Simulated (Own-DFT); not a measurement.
Simulation results for Hf₃₂O₆₃ (monoclinic hafnia with one neutral oxygen vacancy, atoms displaced), Hf₃₁SiO₆₄ (monoclinic hafnia with substituted atoms, atoms displaced)

Computed with Own-DFT development build. A calculation, not a measurement: plane-wave PBE and HSE06 DFT by an unreviewed code, no spin, of a simulated cell at Gamma alone, so results move with cell size and shape, stress positive in tension, energies less offsets, not probed for a lower state with spin; hafnium file: forces about 75 meV/angstrom off all-electron values; oxygen file: force components 24 meV/angstrom off all-electron in a glass; k mesh not checked against a denser one; forces and stress are PBE's, HSE06 gives the energy alone, and its difference from PBE has offsets of its own; offsets are fitted by least squares, one for each functional and potential file, so energies compare only between cells with the same atoms and settings and are not formation energies; the far tail of each file's local potential was reset to the Coulomb form; each entry is a single point on an unrelaxed cell, so the pressure reflects the starting lattice, mostly measured values, from which strain is counted, and rises with the displacements; printed positions are rounded, which can move forces by about a meV/angstrom; the program is a retired in-house code; no spin-orbit coupling.

Common to all runs: first functional PBE; second functional HSE06; exact exchange share 0.25; screening 0.11 1/bohr; exchange divergence Gygi-Baldereschi; potential files PseudoDojo norm-conserving, scalar-relativistic, made for PBE, standard set; wave cutoff 48 hartree; occupations fixed; k mesh 1 x 1 x 1 centred on Gamma.

(1) 
```cif
# cell vector a (Å): 10.2340 0.0000 0.0000
# cell vector b (Å): 0.0000 10.3500 0.0000
# cell vector c (Å): -1.6955 0.0000 10.4453
data_Hf32O63
_symmetry_space_group_name_H-M 'P 1'
_symmetry_Int_Tables_number 1
_cell_length_a 10.2340
_cell_length_b 10.3500
_cell_length_c 10.5820
_cell_angle_alpha 90.000
_cell_angle_beta 99.220
_cell_angle_gamma 90.000
_cell_volume 1106.39
loop_
_atom_site_label
_atom_site_type_symbol
_atom_site_fract_x
_atom_site_fract_y
_atom_site_fract_z
_atom_site_occupancy
Hf1 Hf 0.13183 0.01091 0.10887 1
Hf2 Hf 0.36600 0.25929 0.13985 1
Hf3 Hf 0.37217 0.48588 0.41116 1
Hf4 Hf 0.12804 0.22604 0.34817 1
O1 O 0.04585 0.17239 0.16333 1
O2 O 0.47024 0.41097 0.06808 1
O3 O 0.46875 0.33952 0.33008 1
O4 O 0.04550 0.08963 0.42004 1
O5 O 0.23058 0.38077 0.23340 1
O6 O 0.28233 0.12882 0.01084 1
O7 O 0.27748 0.12707 0.25906 1
O8 O 0.21808 0.37646 0.49400 1
Hf5 Hf 0.13718 0.02601 0.60521 1
Hf6 Hf 0.36450 0.27557 0.64648 1
Hf7 Hf 0.36467 0.47531 0.90626 1
Hf8 Hf 0.14424 0.23009 0.86496 1
O9 O 0.02709 0.18147 0.65513 1
O10 O 0.44311 0.41897 0.56997 1
O11 O 0.46879 0.34249 0.82194 1
O12 O 0.03768 0.08161 0.93156 1
O13 O 0.22632 0.38369 0.73846 1
O14 O 0.27853 0.13325 0.50824 1
O15 O 0.27596 0.10869 0.76848 1
O16 O 0.22878 0.37823 0.98286 1
Hf9 Hf 0.14011 0.51795 0.09624 1
Hf10 Hf 0.36358 0.76722 0.14845 1
Hf11 Hf 0.36652 0.97784 0.38017 1
Hf12 Hf 0.13368 0.72751 0.35733 1
O17 O 0.04360 0.65973 0.16720 1
O18 O 0.43836 0.89157 0.08882 1
O19 O 0.46796 0.84217 0.33567 1
O20 O 0.03172 0.58671 0.42119 1
O21 O 0.22989 0.88206 0.24928 1
O22 O 0.27220 0.63654 0.00168 1
O23 O 0.27908 0.62456 0.26496 1
O24 O 0.22984 0.86649 0.49328 1
Hf13 Hf 0.13800 0.52563 0.59806 1
Hf14 Hf 0.37410 0.75645 0.65802 1
Hf15 Hf 0.35736 0.98833 0.90329 1
Hf16 Hf 0.13775 0.72313 0.85505 1
O25 O 0.46276 0.91753 0.56774 1
O26 O 0.47235 0.83069 0.83293 1
O27 O 0.02744 0.58181 0.91901 1
O28 O 0.22743 0.88098 0.74844 1
O29 O 0.28008 0.62628 0.51788 1
O30 O 0.27666 0.60522 0.76026 1
O31 O 0.21199 0.85502 0.98465 1
Hf17 Hf 0.64655 0.01712 0.11085 1
Hf18 Hf 0.85837 0.27492 0.14235 1
Hf19 Hf 0.85099 0.48165 0.38800 1
Hf20 Hf 0.63284 0.23758 0.35236 1
O32 O 0.55048 0.15202 0.18210 1
O33 O 0.95717 0.41464 0.07767 1
O34 O 0.95213 0.33723 0.32324 1
O35 O 0.53823 0.06776 0.43334 1
O36 O 0.72867 0.37412 0.24219 1
O37 O 0.77038 0.13986 0.01741 1
O38 O 0.77452 0.13383 0.25657 1
O39 O 0.72977 0.36881 0.50161 1
Hf21 Hf 0.63863 0.01988 0.60489 1
Hf22 Hf 0.85829 0.28543 0.64080 1
Hf23 Hf 0.87915 0.47610 0.89652 1
Hf24 Hf 0.63891 0.24537 0.85620 1
O40 O 0.53030 0.17810 0.67524 1
O41 O 0.94740 0.40995 0.56266 1
O42 O 0.96721 0.34262 0.81906 1
O43 O 0.54358 0.08713 0.91475 1
O44 O 0.72600 0.38295 0.73711 1
O45 O 0.76251 0.11351 0.49301 1
O46 O 0.77449 0.13014 0.76143 1
O47 O 0.72544 0.37413 0.99204 1
Hf25 Hf 0.64090 0.52089 0.10797 1
Hf26 Hf 0.84998 0.77555 0.14932 1
Hf27 Hf 0.85199 0.98386 0.38711 1
Hf28 Hf 0.64042 0.73626 0.36648 1
O48 O 0.54417 0.66653 0.16518 1
O49 O 0.96670 0.91297 0.07711 1
O50 O 0.96383 0.82834 0.32392 1
O51 O 0.54830 0.59577 0.42791 1
O52 O 0.70482 0.89181 0.22643 1
O53 O 0.76835 0.63243 0.01107 1
O54 O 0.76885 0.61841 0.27206 1
O55 O 0.71689 0.87067 0.49383 1
Hf29 Hf 0.61731 0.50927 0.59707 1
Hf30 Hf 0.86287 0.77708 0.65053 1
Hf31 Hf 0.86629 0.97354 0.89561 1
Hf32 Hf 0.64189 0.73115 0.85198 1
O56 O 0.53388 0.66557 0.66976 1
O57 O 0.95519 0.90802 0.58188 1
O58 O 0.97042 0.84703 0.81722 1
O59 O 0.52918 0.59250 0.91747 1
O60 O 0.72089 0.88163 0.73211 1
O61 O 0.78557 0.63262 0.50949 1
O62 O 0.78420 0.63569 0.76046 1
O63 O 0.71683 0.86643 0.99631 1
_calc_PBE_energy_of_cell_above_offsets '-79.392'  # eV
_calc_HSE06_less_PBE_above_offsets '0.513'  # eV
_calc_PBE_pressure 9.54  # GPa
_calc_PBE_stress_xx -9.2  # GPa
_calc_PBE_stress_yy -9.8  # GPa
_calc_PBE_stress_zz -9.63  # GPa
_calc_PBE_stress_yz 1.85  # GPa
_calc_PBE_stress_xz -1.06  # GPa
_calc_PBE_stress_xy -1.23  # GPa
```

Force:
```
element  x (eV/Å)  y (eV/Å)  z (eV/Å)
     Hf     1.658     0.291      0.07
     Hf    -0.269     1.935      2.51
     Hf    -4.403     0.827    -7.234
     Hf     2.375     3.202     0.454
      O    -1.317     0.019     0.208
      O     0.162    -1.285     2.028
      O     0.127    -0.068    -0.294
      O    -3.317    -3.161     0.211
      O     0.234    -0.242    -0.456
      O    -0.572    -0.041       0.2
      O     0.523    -0.054    -0.779
      O     0.017    -0.229    -1.364
     Hf     0.744    -1.063    -0.135
     Hf    -3.033    -2.754     0.217
     Hf     1.269     2.459    -3.471
     Hf    -1.288     0.101    -3.324
      O     1.809    -1.863     1.341
      O     3.811     0.743     2.901
      O    -0.474     0.376     0.277
      O     0.224     0.799    -1.108
      O    -0.524    -1.631     0.671
      O    -0.535      0.17     0.773
      O    -1.159     2.755    -0.927
      O    -1.542    -2.149     1.089
     Hf     0.088     0.797     2.722
     Hf    -5.207    -7.706     2.997
     Hf    -2.477     1.727     5.065
     Hf     1.996     0.307    -0.029
      O    -1.738     1.171     0.204
      O     7.295     10.32    -4.322
      O     2.403    -3.573    -1.768
      O    -0.299     -0.53     0.348
      O    -1.351    -0.381    -2.046
      O     0.186     -2.25     1.035
      O    -0.164    -0.824     0.886
      O     -1.04     0.156    -0.409
     Hf    -1.038    -1.315     0.874
     Hf    -3.276     4.763    -1.062
     Hf     1.921    -3.815    -1.403
     Hf     0.871     0.861    -1.889
      O    -0.046    -1.188     2.016
      O     -0.86     0.984     -0.07
      O     2.501      1.56     0.543
      O     0.011    -0.427    -0.397
      O     -0.01    -0.214    -0.557
      O    -0.718     1.965    -0.391
      O    -0.271     3.004     1.497
     Hf    -1.148     4.251    -5.576
     Hf     0.158    -1.031     0.268
     Hf     1.574    -0.324     2.667
     Hf     0.831    -2.558     1.488
      O     -3.97     1.994     -0.42
      O     2.331     1.318    -0.549
      O     2.109    -0.997     0.087
      O     0.582     3.327    -2.759
      O    -2.099     1.078    -0.439
      O     0.711    -1.721    -0.523
      O     1.435    -2.116     0.863
      O    -3.351     0.502    -3.008
     Hf    -2.036     0.795     0.591
     Hf     -0.09     -4.04     1.774
     Hf    -5.099      0.85    -1.028
     Hf     0.602    -2.592    -0.527
      O     1.224    -0.666    -0.714
      O     4.048     3.347     0.179
      O     1.742    -1.591     0.485
      O    -1.995    -1.156     1.185
      O    -1.023     1.061     0.367
      O     1.544     1.826     1.004
      O     0.349    -0.856     0.465
      O    -0.153     0.703    -0.049
     Hf     -0.03     0.576    -1.597
     Hf     1.642    -2.378    -1.067
     Hf     0.879     0.642      2.04
     Hf       0.6     0.458    -1.216
      O    -1.075     0.615     1.197
      O     -1.76    -0.836     0.276
      O    -1.955     1.481    -0.283
      O    -2.728    -2.671     0.238
      O     2.468    -4.224     5.163
      O     0.842     -0.04     1.071
      O     0.454     1.903    -2.289
      O     0.881     0.202    -1.196
     Hf     4.552     1.689     2.975
     Hf     -1.29    -3.284    -0.846
     Hf     -1.22     1.919    -0.939
     Hf    -0.053     -0.99     0.822
      O     2.319    -1.951    -0.076
      O     3.028     3.666    -2.493
      O     0.279    -0.709     1.296
      O     0.332    -0.859      0.66
      O     0.271    -0.212     1.946
      O    -0.688    -0.252     0.401
      O    -0.682    -1.593     0.939
      O     1.362     0.911    -0.558
```

(2) 
```cif
# cell vector a (Å): 10.2340 0.0000 0.0000
# cell vector b (Å): 0.0000 10.3500 0.0000
# cell vector c (Å): -1.6955 0.0000 10.4453
data_Hf31SiO64
_symmetry_space_group_name_H-M 'P 1'
_symmetry_Int_Tables_number 1
_cell_length_a 10.2340
_cell_length_b 10.3500
_cell_length_c 10.5820
_cell_angle_alpha 90.000
_cell_angle_beta 99.220
_cell_angle_gamma 90.000
_cell_volume 1106.39
loop_
_atom_site_label
_atom_site_type_symbol
_atom_site_fract_x
_atom_site_fract_y
_atom_site_fract_z
_atom_site_occupancy
Hf1 Hf 0.14359 0.01610 0.10457 1
Hf2 Hf 0.36101 0.26712 0.14242 1
Hf3 Hf 0.36373 0.48119 0.39751 1
Hf4 Hf 0.14133 0.22852 0.35530 1
O1 O 0.03343 0.16318 0.17974 1
O2 O 0.46489 0.42323 0.07647 1
O3 O 0.45974 0.33472 0.33000 1
O4 O 0.03903 0.08537 0.42048 1
O5 O 0.22429 0.38440 0.23685 1
O6 O 0.27296 0.13018 0.00691 1
O7 O 0.27451 0.11856 0.25854 1
O8 O 0.22811 0.37149 0.49155 1
Si1 Si 0.13847 0.01975 0.60413 1
Hf5 Hf 0.36535 0.26898 0.65136 1
Hf6 Hf 0.36107 0.47622 0.89501 1
Hf7 Hf 0.14243 0.22899 0.85830 1
O9 O 0.03941 0.16253 0.67403 1
O10 O 0.45869 0.40939 0.57336 1
O11 O 0.45903 0.33259 0.82599 1
O12 O 0.03029 0.07836 0.91894 1
O13 O 0.23028 0.37501 0.73868 1
O14 O 0.27803 0.12637 0.50466 1
O15 O 0.27665 0.12346 0.76427 1
O16 O 0.22540 0.37161 0.99535 1
Hf8 Hf 0.14028 0.51771 0.09972 1
Hf9 Hf 0.35562 0.77265 0.14234 1
Hf10 Hf 0.36481 0.98126 0.39700 1
Hf11 Hf 0.14232 0.73110 0.35783 1
O17 O 0.03893 0.66735 0.17173 1
O18 O 0.45897 0.91290 0.07395 1
O19 O 0.46671 0.83548 0.33167 1
O20 O 0.03548 0.58194 0.42540 1
O21 O 0.22339 0.88245 0.24069 1
O22 O 0.27603 0.62961 0.00718 1
O23 O 0.27419 0.62133 0.26407 1
O24 O 0.22662 0.87256 0.48920 1
Hf12 Hf 0.13798 0.52300 0.60645 1
Hf13 Hf 0.36245 0.76843 0.64301 1
Hf14 Hf 0.36459 0.98349 0.89724 1
Hf15 Hf 0.13453 0.73422 0.85962 1
O25 O 0.03350 0.66741 0.67290 1
O26 O 0.46397 0.91211 0.57715 1
O27 O 0.46184 0.83270 0.82648 1
O28 O 0.03482 0.58657 0.92421 1
O29 O 0.22101 0.88182 0.74314 1
O30 O 0.28038 0.63201 0.51417 1
O31 O 0.27301 0.62326 0.76274 1
O32 O 0.22613 0.87733 0.99160 1
Hf16 Hf 0.64289 0.01720 0.10132 1
Hf17 Hf 0.85915 0.26236 0.13950 1
Hf18 Hf 0.85903 0.47775 0.39637 1
Hf19 Hf 0.63713 0.22555 0.35421 1
O33 O 0.54021 0.16271 0.17491 1
O34 O 0.96363 0.42116 0.07753 1
O35 O 0.95941 0.33483 0.33089 1
O36 O 0.53961 0.08351 0.42993 1
O37 O 0.72050 0.37509 0.23792 1
O38 O 0.77575 0.12990 0.01009 1
O39 O 0.77424 0.12361 0.26324 1
O40 O 0.72237 0.37429 0.49054 1
Hf20 Hf 0.63985 0.01609 0.60742 1
Hf21 Hf 0.85925 0.27411 0.64214 1
Hf22 Hf 0.85987 0.48053 0.89582 1
Hf23 Hf 0.63548 0.22499 0.84930 1
O41 O 0.53797 0.16477 0.67188 1
O42 O 0.95922 0.42135 0.57441 1
O43 O 0.96198 0.34100 0.83311 1
O44 O 0.53488 0.08664 0.92435 1
O45 O 0.72391 0.38103 0.73795 1
O46 O 0.77463 0.12823 0.50554 1
O47 O 0.77540 0.12428 0.75909 1
O48 O 0.72422 0.37101 0.99022 1
Hf24 Hf 0.63338 0.51961 0.09511 1
Hf25 Hf 0.86317 0.76974 0.14390 1
Hf26 Hf 0.85995 0.97972 0.39166 1
Hf27 Hf 0.63816 0.72533 0.35470 1
O49 O 0.53575 0.66852 0.17286 1
O50 O 0.95573 0.91855 0.07430 1
O51 O 0.95962 0.83634 0.32309 1
O52 O 0.53380 0.58104 0.42193 1
O53 O 0.72728 0.87805 0.24002 1
O54 O 0.77608 0.62401 0.00661 1
O55 O 0.77397 0.62593 0.25386 1
O56 O 0.72694 0.87338 0.49147 1
Hf28 Hf 0.63737 0.52157 0.60733 1
Hf29 Hf 0.85838 0.76786 0.64328 1
Hf30 Hf 0.85781 0.97912 0.89408 1
Hf31 Hf 0.64048 0.72831 0.85557 1
O57 O 0.53911 0.66384 0.67330 1
O58 O 0.96277 0.91876 0.57416 1
O59 O 0.96263 0.83704 0.82540 1
O60 O 0.54225 0.58450 0.92160 1
O61 O 0.72463 0.87429 0.74029 1
O62 O 0.77613 0.62748 0.50492 1
O63 O 0.77449 0.62170 0.76057 1
O64 O 0.72673 0.87195 0.99212 1
_calc_PBE_pressure ?
```

**Q.** Give the missing PBE pressure for Hf₃₁SiO₆₄ (monoclinic hafnia with substituted atoms, atoms displaced) (entry 2).
**A.** 2.73 GPa

Further results for Hf₃₁SiO₆₄ (monoclinic hafnia with substituted atoms, atoms displaced) (entry 2):

- PBE energy of cell above offsets: -89.681 eV
- HSE06 less PBE above offsets: 0.182 eV
- PBE stress xx: -2.46 GPa
- PBE stress yy: -2.58 GPa
- PBE stress zz: -3.14 GPa
- PBE stress yz: 0.02 GPa
- PBE stress xz: 0.03 GPa
- PBE stress xy: -0.26 GPa

Force:
```
element  x (eV/Å)  y (eV/Å)  z (eV/Å)
     Hf     -2.39     0.871    -0.105
     Hf      0.62     1.154     1.784
     Hf    -0.783    -0.766    -0.587
     Hf    -0.983     0.992     0.117
      O     0.362    -0.329    -0.998
      O    -1.207    -1.401     -0.16
      O     0.726    -1.107    -0.886
      O    -0.017    -1.081      1.78
      O     0.183    -1.082     0.069
      O     0.231     0.016     0.545
      O     0.651     0.534    -0.538
      O    -0.813     -0.14    -0.144
     Si    -2.549     0.283    -1.035
     Hf    -1.069    -0.405    -2.188
     Hf    -0.032     1.437    -0.115
     Hf    -1.855    -0.553      -1.3
      O     1.075    -1.107    -0.712
      O     1.748     1.117     0.987
      O     1.487    -0.398     0.766
      O     0.993     1.016     0.487
      O     -1.26     0.756     0.641
      O    -0.835    -0.424     1.887
      O      0.13    -0.482    -0.471
      O      0.37    -0.439    -1.136
     Hf    -1.312     0.816     1.347
     Hf     1.228    -1.075     1.334
     Hf     0.068    -0.226     0.112
     Hf    -1.555    -0.687    -0.769
      O    -0.054     0.402     0.087
      O     1.327     0.941     0.367
      O    -0.099    -0.279     -0.61
      O     0.659     0.805    -0.117
      O     0.063    -0.582    -0.086
      O     0.149     0.366      0.42
      O     0.301      0.65    -0.297
      O    -0.865     0.672     0.925
     Hf    -0.248    -0.353    -0.574
     Hf    -0.311     0.813     1.124
     Hf    -0.293     -1.23    -1.094
     Hf    -0.036    -0.447     -1.27
      O    -0.018     0.069     0.225
      O     0.769     0.496     0.258
      O     0.381     0.063     0.228
      O     -0.05     0.115    -0.454
      O    -0.121     1.509    -1.848
      O    -0.462    -0.456    -0.279
      O     0.173    -0.327     0.029
      O    -0.644    -0.577    -0.168
     Hf    -0.794    -0.245     1.253
     Hf     0.637     2.548     2.058
     Hf      0.36     0.144    -1.548
     Hf     0.038     1.385     0.182
      O    -1.178     0.179    -0.639
      O    -0.114    -0.813     0.212
      O      0.97    -0.851    -0.366
      O    -0.799    -0.301    -0.432
      O    -0.063     0.279    -0.264
      O    -0.406    -0.753    -0.641
      O     0.507    -0.548    -0.943
      O    -0.265     -0.66     0.004
     Hf     0.203     0.215    -0.944
     Hf     0.779    -0.522     0.099
     Hf     0.085     0.182     0.613
     Hf     0.682     1.332      0.64
      O    -0.307    -0.014      0.38
      O     0.526    -0.463     1.183
      O     1.552    -1.809    -1.168
      O     0.057    -0.207    -0.003
      O    -0.401    -0.339     0.063
      O      0.12     0.521     1.014
      O    -0.067    -0.438     0.112
      O    -0.309    -0.652    -0.834
     Hf     1.439     0.353     2.466
     Hf      0.22    -0.892     0.658
     Hf     0.787     0.189     0.753
     Hf    -0.054     0.403    -0.921
      O    -0.702     0.177    -0.292
      O     1.546      0.56     0.339
      O     1.382    -0.715     0.302
      O     0.477     0.368     0.434
      O    -0.831     0.582    -0.417
      O     0.164     1.133     0.149
      O     0.023    -0.802     0.643
      O    -0.293    -0.485    -0.145
     Hf     0.004    -0.864    -1.075
     Hf     1.238     0.581     0.033
     Hf     1.238    -0.046    -0.101
     Hf    -0.175     0.467    -0.136
      O    -0.925     0.611     0.012
      O     2.011     0.816     0.659
      O     0.072    -0.422     0.095
      O    -1.707    -0.759    -0.857
      O     -0.44     0.507     -0.02
      O    -0.495     0.419     0.893
      O     0.338     0.072    -0.399
      O    -0.961    -0.358    -0.685
```
